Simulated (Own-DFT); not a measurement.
Si4SnGe11 (diamond-structure random alloy, strained, atoms displaced) (calculated)

Computed with Own-DFT development build. A calculation, not a measurement: plane-wave density functional theory by an unreviewed code, no spin, of a simulated periodic cell, stress positive in tension, run twice, with PBE and with PBEsol, both on files made for PBE, so the change isn't that of files made for PBEsol, forces on such cells moved up to 12 meV/angstrom on a denser k mesh; the far tail of each file's local potential was reset to the Coulomb form; each entry is a single point on an unrelaxed cell, so the pressure reflects the starting lattice, mostly measured values (interpolated for alloys), from which strain is counted, and rises with the displacements; printed positions are rounded, which can move forces by about a meV/angstrom; the program, named Own-DFT, is a retired in-house code; no spin-orbit coupling; stress was not checked against mesh or cutoff.

Settings shared by all entries: functional PBE, then PBEsol; potential files PseudoDojo norm-conserving, scalar-relativistic, standard set; wave cutoff 49 hartree; occupations Fermi-Dirac; smearing width 0.1 eV; k mesh 3 x 3 x 3 centred on Gamma.

(1) Si4SnGe11 (diamond-structure random alloy, strained, atoms displaced)

```
CELL_PARAMETERS angstrom
11.19330 0.00000 0.00000
0.00000 11.19330 0.00000
0.00000 0.00000 11.30640
ATOMIC_POSITIONS crystal
Si 0.00414 0.01000 0.00328
Si 0.00105 0.25131 0.24932
Sn 0.25277 0.99755 0.24800
Ge 0.24873 0.24517 0.99962
Ge 0.11813 0.13223 0.12731
Ge 0.11795 0.36855 0.37179
Si 0.36634 0.12766 0.37103
Ge 0.37946 0.36811 0.12134
Ge 0.00065 0.99598 0.49991
Ge 0.99529 0.25236 0.75187
Ge 0.25353 0.99953 0.75145
Ge 0.24516 0.25340 0.49714
Ge 0.12738 0.12418 0.62602
Sn 0.13381 0.37903 0.88031
Ge 0.37662 0.12981 0.86595
Si 0.37619 0.38700 0.62612
Si 0.99293 0.49683 0.99392
Ge 0.99703 0.74710 0.24268
Sn 0.24666 0.50232 0.24829
Ge 0.24926 0.74606 0.99696
Ge 0.12586 0.62484 0.13202
Ge 0.12657 0.87554 0.37825
Si 0.37985 0.62371 0.37868
Si 0.37726 0.87456 0.12859
Ge 0.00640 0.49082 0.50325
Ge 0.99909 0.74979 0.74858
Si 0.25383 0.50074 0.74593
Ge 0.25069 0.75066 0.49376
Ge 0.12040 0.62425 0.62592
Si 0.12549 0.87849 0.87821
Ge 0.37492 0.62529 0.87355
Ge 0.38087 0.87917 0.62383
Si 0.50017 0.00486 0.00188
Ge 0.49211 0.24699 0.25468
Ge 0.75089 0.99764 0.25220
Ge 0.75707 0.24868 0.99394
Ge 0.63199 0.12504 0.11417
Ge 0.62898 0.37741 0.37558
Ge 0.88278 0.12338 0.36838
Si 0.87196 0.38004 0.12974
Sn 0.50502 0.99746 0.50570
Ge 0.49802 0.24927 0.75024
Ge 0.74725 0.00215 0.74048
Ge 0.75902 0.25168 0.50394
Ge 0.62808 0.13012 0.62298
Ge 0.62553 0.36832 0.87351
Ge 0.87380 0.11811 0.87193
Ge 0.87863 0.37163 0.62972
Si 0.49828 0.49870 0.99768
Ge 0.49949 0.75289 0.24729
Si 0.74991 0.50735 0.24453
Ge 0.74726 0.75547 0.99783
Ge 0.62590 0.63182 0.12515
Si 0.62507 0.87955 0.38265
Ge 0.87842 0.62478 0.37996
Ge 0.87430 0.87432 0.12370
Ge 0.50175 0.49559 0.48672
Ge 0.50323 0.75224 0.74703
Si 0.76052 0.49973 0.74190
Ge 0.74930 0.75964 0.48506
Ge 0.63086 0.62530 0.62417
Ge 0.62364 0.88076 0.88746
Ge 0.88306 0.62235 0.87046
Si 0.86549 0.87778 0.62150
```

- PBE pressure: 5.86 GPa
- PBE stress xx: -6.19 GPa
- PBE stress yy: -6.21 GPa
- PBE stress zz: -5.17 GPa
- PBE stress yz: 0.28 GPa
- PBE stress xz: 0.31 GPa
- PBE stress xy: 1.08 GPa
- PBEsol pressure: 3.1 GPa
- PBEsol stress xx: -3.43 GPa
- PBEsol stress yy: -3.44 GPa
- PBEsol stress zz: -2.42 GPa
- PBEsol stress yz: 0.24 GPa
- PBEsol stress xz: 0.31 GPa
- PBEsol stress xy: 1.05 GPa
- rms change of force components from PBE to PBEsol: 0.049 eV/Å

Force:
```csv
force element,PBE force x (eV/Å),PBE force y (eV/Å),PBE force z (eV/Å),PBEsol force x (eV/Å),PBEsol force y (eV/Å),PBEsol force z (eV/Å)
Si,-0.529,-1.296,-0.591,-0.553,-1.227,-0.543
Si,-1.197,0.573,-0.504,-1.129,0.522,-0.455
Sn,-0.942,0.427,-0.351,-1.016,0.413,-0.331
Ge,1.495,-1.103,1.048,1.453,-1.059,1.016
Ge,0.049,0.068,-0.587,0.128,0.068,-0.578
Ge,-0.02,-0.197,0.428,0.021,-0.15,0.477
Si,1.115,1.139,1.598,1.088,1.127,1.568
Ge,0.258,0.246,-0.571,0.214,0.196,-0.516
Ge,-0.253,0.248,0.659,-0.208,0.271,0.595
Ge,0.69,-1.306,0.049,0.655,-1.271,0.031
Ge,-0.541,-0.443,-0.023,-0.483,-0.383,-0.064
Ge,0.983,-0.027,0.715,0.881,-0.024,0.688
Ge,-0.499,0.133,0.042,-0.482,0.131,0.034
Sn,-0.883,0.263,-1.142,-0.855,0.168,-1.103
Ge,-0.219,-1.126,1.631,-0.236,-1.063,1.545
Si,0.049,-1.044,-0.689,0.107,-1.069,-0.727
Si,-0.197,0.91,2.339,-0.162,0.931,2.247
Ge,0.225,0.496,1.198,0.226,0.472,1.16
Sn,1.841,-1.372,1.166,1.737,-1.368,1.094
Ge,-0.058,0.866,0.624,-0.044,0.775,0.608
Ge,-2.148,1.106,-3.19,-2.065,1.105,-3.063
Ge,-1.409,-1.206,-0.192,-1.362,-1.165,-0.174
Si,0.125,1.09,-0.261,0.13,1.069,-0.253
Si,1.025,-0.816,-2.433,0.976,-0.849,-2.349
Ge,-0.857,0.537,-0.09,-0.831,0.522,-0.088
Ge,-0.07,1.439,-0.117,-0.073,1.316,-0.116
Si,0.462,1.253,-0.61,0.401,1.282,-0.548
Ge,0.522,-0.574,0.999,0.465,-0.512,0.989
Ge,1.295,-0.003,-0.216,1.215,0.017,-0.235
Si,-0.223,0.151,0.05,-0.179,0.105,0.013
Ge,0.409,-0.447,-0.435,0.387,-0.371,-0.412
Ge,-2.374,-2.17,1.557,-2.295,-2.1,1.525
Si,-0.86,-0.165,0.107,-0.806,-0.125,0.068
Ge,1.485,-0.179,-0.401,1.46,-0.121,-0.436
Ge,-0.52,0.077,-0.211,-0.461,0.102,-0.242
Ge,0.212,0.623,0.675,0.158,0.557,0.613
Ge,-0.761,0.012,1.367,-0.691,0.038,1.347
Ge,0.748,-0.799,-1.208,0.677,-0.784,-1.126
Ge,-0.345,0.193,0.483,-0.364,0.139,0.509
Si,0.415,-0.3,-0.54,0.383,-0.338,-0.566
Sn,-0.835,2.274,-1.694,-0.828,2.222,-1.55
Ge,0.259,1.142,-1.247,0.281,1.069,-1.165
Ge,-0.116,-0.61,1.24,-0.146,-0.534,1.235
Ge,-0.246,-0.162,-1.006,-0.244,-0.158,-0.962
Ge,0.572,1.355,0.854,0.565,1.297,0.848
Ge,0.369,1.574,-0.176,0.359,1.452,-0.173
Ge,0.6,-0.033,-0.04,0.539,0.022,-0.07
Ge,-0.136,0.65,-0.525,-0.083,0.583,-0.546
Si,0.568,0.02,0.095,0.55,0.017,0.088
Ge,0.145,0.15,1.26,0.182,0.113,1.191
Si,0.147,-0.374,0.742,0.097,-0.313,0.77
Ge,1.03,-0.994,-0.152,0.985,-0.945,-0.133
Ge,-0.345,-0.949,-0.573,-0.343,-0.843,-0.555
Si,0.553,-1,-3.161,0.552,-0.989,-3.102
Ge,-0.017,-0.566,-0.751,0.004,-0.511,-0.709
Ge,0.448,0.719,-0.368,0.399,0.664,-0.316
Ge,-0.207,0.831,1.989,-0.13,0.783,1.922
Ge,0.257,-0.079,0.783,0.239,-0.072,0.752
Si,-1.09,0.051,0.95,-1.061,0.048,0.927
Ge,0.444,-0.997,1.72,0.456,-1.039,1.678
Ge,0.034,-0.14,-0.703,-0.003,-0.095,-0.712
Ge,-0.464,0.323,-1.773,-0.402,0.267,-1.751
Ge,-1.374,0.1,0.356,-1.321,0.165,0.324
Si,0.909,-0.564,-0.192,0.887,-0.551,-0.192
```

(2) Si4SnGe11 (diamond-structure random alloy, strained, atoms displaced)

```
CELL_PARAMETERS angstrom
11.19330 0.00000 0.00000
0.00000 11.19330 0.00000
0.00000 0.00000 11.30640
ATOMIC_POSITIONS crystal
Ge 0.99985 0.00470 0.00203
Ge 0.99753 0.25511 0.25390
Ge 0.24612 0.00094 0.24473
Ge 0.25321 0.24827 0.99998
Ge 0.12069 0.11960 0.12564
Ge 0.12383 0.37513 0.37219
Ge 0.37229 0.11716 0.38181
Ge 0.36995 0.37173 0.12515
Ge 0.99793 0.00611 0.49847
Ge 0.01024 0.25194 0.74476
Ge 0.24708 0.00098 0.74694
Ge 0.24998 0.24743 0.49574
Si 0.12160 0.11978 0.62398
Ge 0.12038 0.37448 0.86934
Si 0.37514 0.12333 0.87550
Si 0.37615 0.37287 0.62375
Ge 0.00734 0.50348 0.99177
Si 0.99568 0.75196 0.25154
Si 0.25245 0.49397 0.25117
Ge 0.24397 0.74654 0.00099
Si 0.11669 0.62719 0.13114
Si 0.12068 0.88089 0.37414
Ge 0.36592 0.61985 0.36961
Ge 0.37543 0.87389 0.11825
Ge 0.01035 0.50165 0.50081
Ge 0.00883 0.74436 0.75003
Sn 0.24916 0.50101 0.75152
Ge 0.25361 0.75136 0.49622
Si 0.11674 0.62723 0.62092
Ge 0.12459 0.88135 0.86786
Sn 0.37493 0.62380 0.87795
Ge 0.37403 0.87509 0.62300
Si 0.50674 0.00468 0.00410
Si 0.50619 0.25643 0.24795
Ge 0.75121 0.99770 0.25312
Ge 0.75655 0.25340 0.99921
Ge 0.62467 0.12858 0.12512
Ge 0.62551 0.37748 0.37472
Ge 0.88193 0.11896 0.38307
Ge 0.87740 0.38117 0.12287
Sn 0.50067 0.99311 0.49771
Si 0.50509 0.24708 0.75436
Ge 0.74816 0.00947 0.75301
Sn 0.75283 0.25236 0.49227
Ge 0.62434 0.11920 0.62648
Ge 0.62337 0.37596 0.87536
Si 0.87522 0.12702 0.88124
Ge 0.87972 0.37596 0.61501
Ge 0.51085 0.50278 0.00083
Si 0.50094 0.75316 0.24798
Ge 0.76481 0.50126 0.24903
Ge 0.75131 0.74701 0.01117
Ge 0.63024 0.61668 0.12733
Ge 0.62871 0.87819 0.37781
Ge 0.87867 0.62355 0.37979
Ge 0.87235 0.87861 0.12679
Ge 0.49842 0.49974 0.49463
Si 0.49690 0.74847 0.74462
Ge 0.75321 0.50216 0.75009
Ge 0.74638 0.75329 0.50278
Ge 0.62981 0.62354 0.63273
Ge 0.62097 0.87402 0.86843
Si 0.87963 0.63085 0.87824
Si 0.87566 0.88088 0.62150
```

* PBE pressure: 5.93 GPa
* PBE stress xx: -6.23 GPa
* PBE stress yy: -6.18 GPa
* PBE stress zz: -5.39 GPa
* PBE stress yz: -1.13 GPa
* PBE stress xz: -0.62 GPa
* PBE stress xy: 0.22 GPa
* PBEsol pressure: 3.15 GPa
* PBEsol stress xx: -3.44 GPa
* PBEsol stress yy: -3.4 GPa
* PBEsol stress zz: -2.62 GPa
* PBEsol stress yz: -1.09 GPa
* PBEsol stress xz: -0.59 GPa
* PBEsol stress xy: 0.21 GPa
* rms change of force components from PBE to PBEsol: 0.05 eV/Å

Force:
```csv
force element,PBE force x (eV/Å),PBE force y (eV/Å),PBE force z (eV/Å),PBEsol force x (eV/Å),PBEsol force y (eV/Å),PBEsol force z (eV/Å)
Ge,-0.657,-0.721,-0.843,-0.596,-0.721,-0.773
Ge,-0.185,-0.898,-0.694,-0.173,-0.869,-0.664
Ge,0.507,-0.762,0.729,0.516,-0.703,0.676
Ge,-0.916,-0.485,-0.598,-0.92,-0.431,-0.545
Ge,0.403,1.662,0.201,0.398,1.6,0.196
Ge,0.882,0.137,0.149,0.812,0.092,0.18
Ge,-0.576,2.026,-2.694,-0.595,1.95,-2.59
Ge,1.285,0.51,0.215,1.244,0.476,0.146
Ge,1.277,-1.878,1.236,1.191,-1.771,1.149
Ge,-1.757,-1.081,0.04,-1.699,-0.973,0.057
Ge,0.755,0.629,-0.071,0.725,0.535,-0.064
Ge,-0.257,0.13,1.123,-0.249,0.113,1.026
Si,0.766,0.749,-0.325,0.746,0.737,-0.322
Ge,0.334,-1.179,1.694,0.314,-1.136,1.638
Si,0.756,0.049,0.016,0.663,0.042,0.019
Si,1.01,-1.154,-0.46,0.961,-1.1,-0.49
Ge,-0.683,0.4,0.885,-0.656,0.316,0.847
Si,0.369,0.264,0.321,0.275,0.266,0.319
Si,-1.252,0.552,-0.905,-1.192,0.509,-0.854
Ge,-1.228,1.196,1.038,-1.145,1.198,0.971
Si,0.868,-0.38,0.175,0.857,-0.391,0.096
Si,0.268,-0.729,-0.292,0.299,-0.67,-0.252
Ge,1.254,0.766,-0.234,1.234,0.756,-0.147
Ge,0.36,0.259,0.393,0.28,0.248,0.383
Ge,-0.687,-0.025,-0.344,-0.722,-0.079,-0.381
Ge,-1.629,1.032,-0.356,-1.55,1.05,-0.307
Sn,-1.353,-1.189,-3.063,-1.331,-1.161,-2.896
Ge,-1.591,-0.008,0.08,-1.479,-0.01,0.081
Si,1.383,0.72,-0.502,1.354,0.71,-0.487
Ge,-0.132,-0.658,1.139,-0.119,-0.651,1.095
Sn,2.081,1.794,1.247,1.982,1.711,1.259
Ge,-0.914,-1.477,1.534,-0.919,-1.411,1.447
Si,-0.947,-0.498,-1.056,-0.885,-0.521,-0.997
Si,-1.096,-0.737,0.487,-1.067,-0.719,0.473
Ge,0.065,0.902,-0.126,0.075,0.867,-0.118
Ge,-0.507,-0.126,0.062,-0.525,-0.077,0.103
Ge,0.434,0.22,0.315,0.487,0.216,0.312
Ge,-0.784,1.221,-1.945,-0.73,1.216,-1.85
Ge,-0.365,0.355,-2.817,-0.354,0.346,-2.726
Ge,0.792,-0.445,-0.544,0.756,-0.433,-0.511
Sn,-0.002,0.707,0.88,-0.004,0.691,0.861
Si,-1.088,0.008,-0.603,-0.99,0.013,-0.597
Ge,1.183,-1.111,0.257,1.074,-1.082,0.228
Sn,-0.854,-0.977,1.105,-0.812,-0.949,1.072
Ge,-0.003,1.626,1.126,0.034,1.536,1.077
Ge,0.625,-0.478,-0.407,0.639,-0.419,-0.349
Si,0.53,0.368,-1.023,0.515,0.363,-1
Ge,0.923,1.056,1.929,0.906,1.028,1.866
Ge,-0.589,-1.373,0.957,-0.554,-1.331,0.92
Si,-0.023,-0.56,0.099,-0.026,-0.546,0.096
Ge,-1.301,-0.028,0.71,-1.257,-0.027,0.678
Ge,-0.124,0.317,-1.637,-0.138,0.328,-1.548
Ge,-0.223,1.028,1.16,-0.181,0.97,1.081
Ge,0.729,-2.257,-2.137,0.74,-2.163,-2.041
Ge,0.151,0.839,0.026,0.112,0.768,0.041
Ge,0.722,-0.434,0.098,0.652,-0.394,0.075
Ge,-0.138,0.194,0.993,-0.102,0.209,0.926
Si,0.675,0.844,-0.3,0.672,0.831,-0.3
Ge,1.039,-0.384,0.703,0.966,-0.386,0.642
Ge,0.878,-0.279,0.313,0.821,-0.297,0.274
Ge,-1.098,0.424,-0.98,-1.028,0.38,-0.981
Ge,0.188,-0.081,0.819,0.232,-0.062,0.792
Si,-0.492,-0.198,-0.181,-0.482,-0.198,-0.174
Si,-0.043,-0.397,0.886,-0.049,-0.386,0.862
```
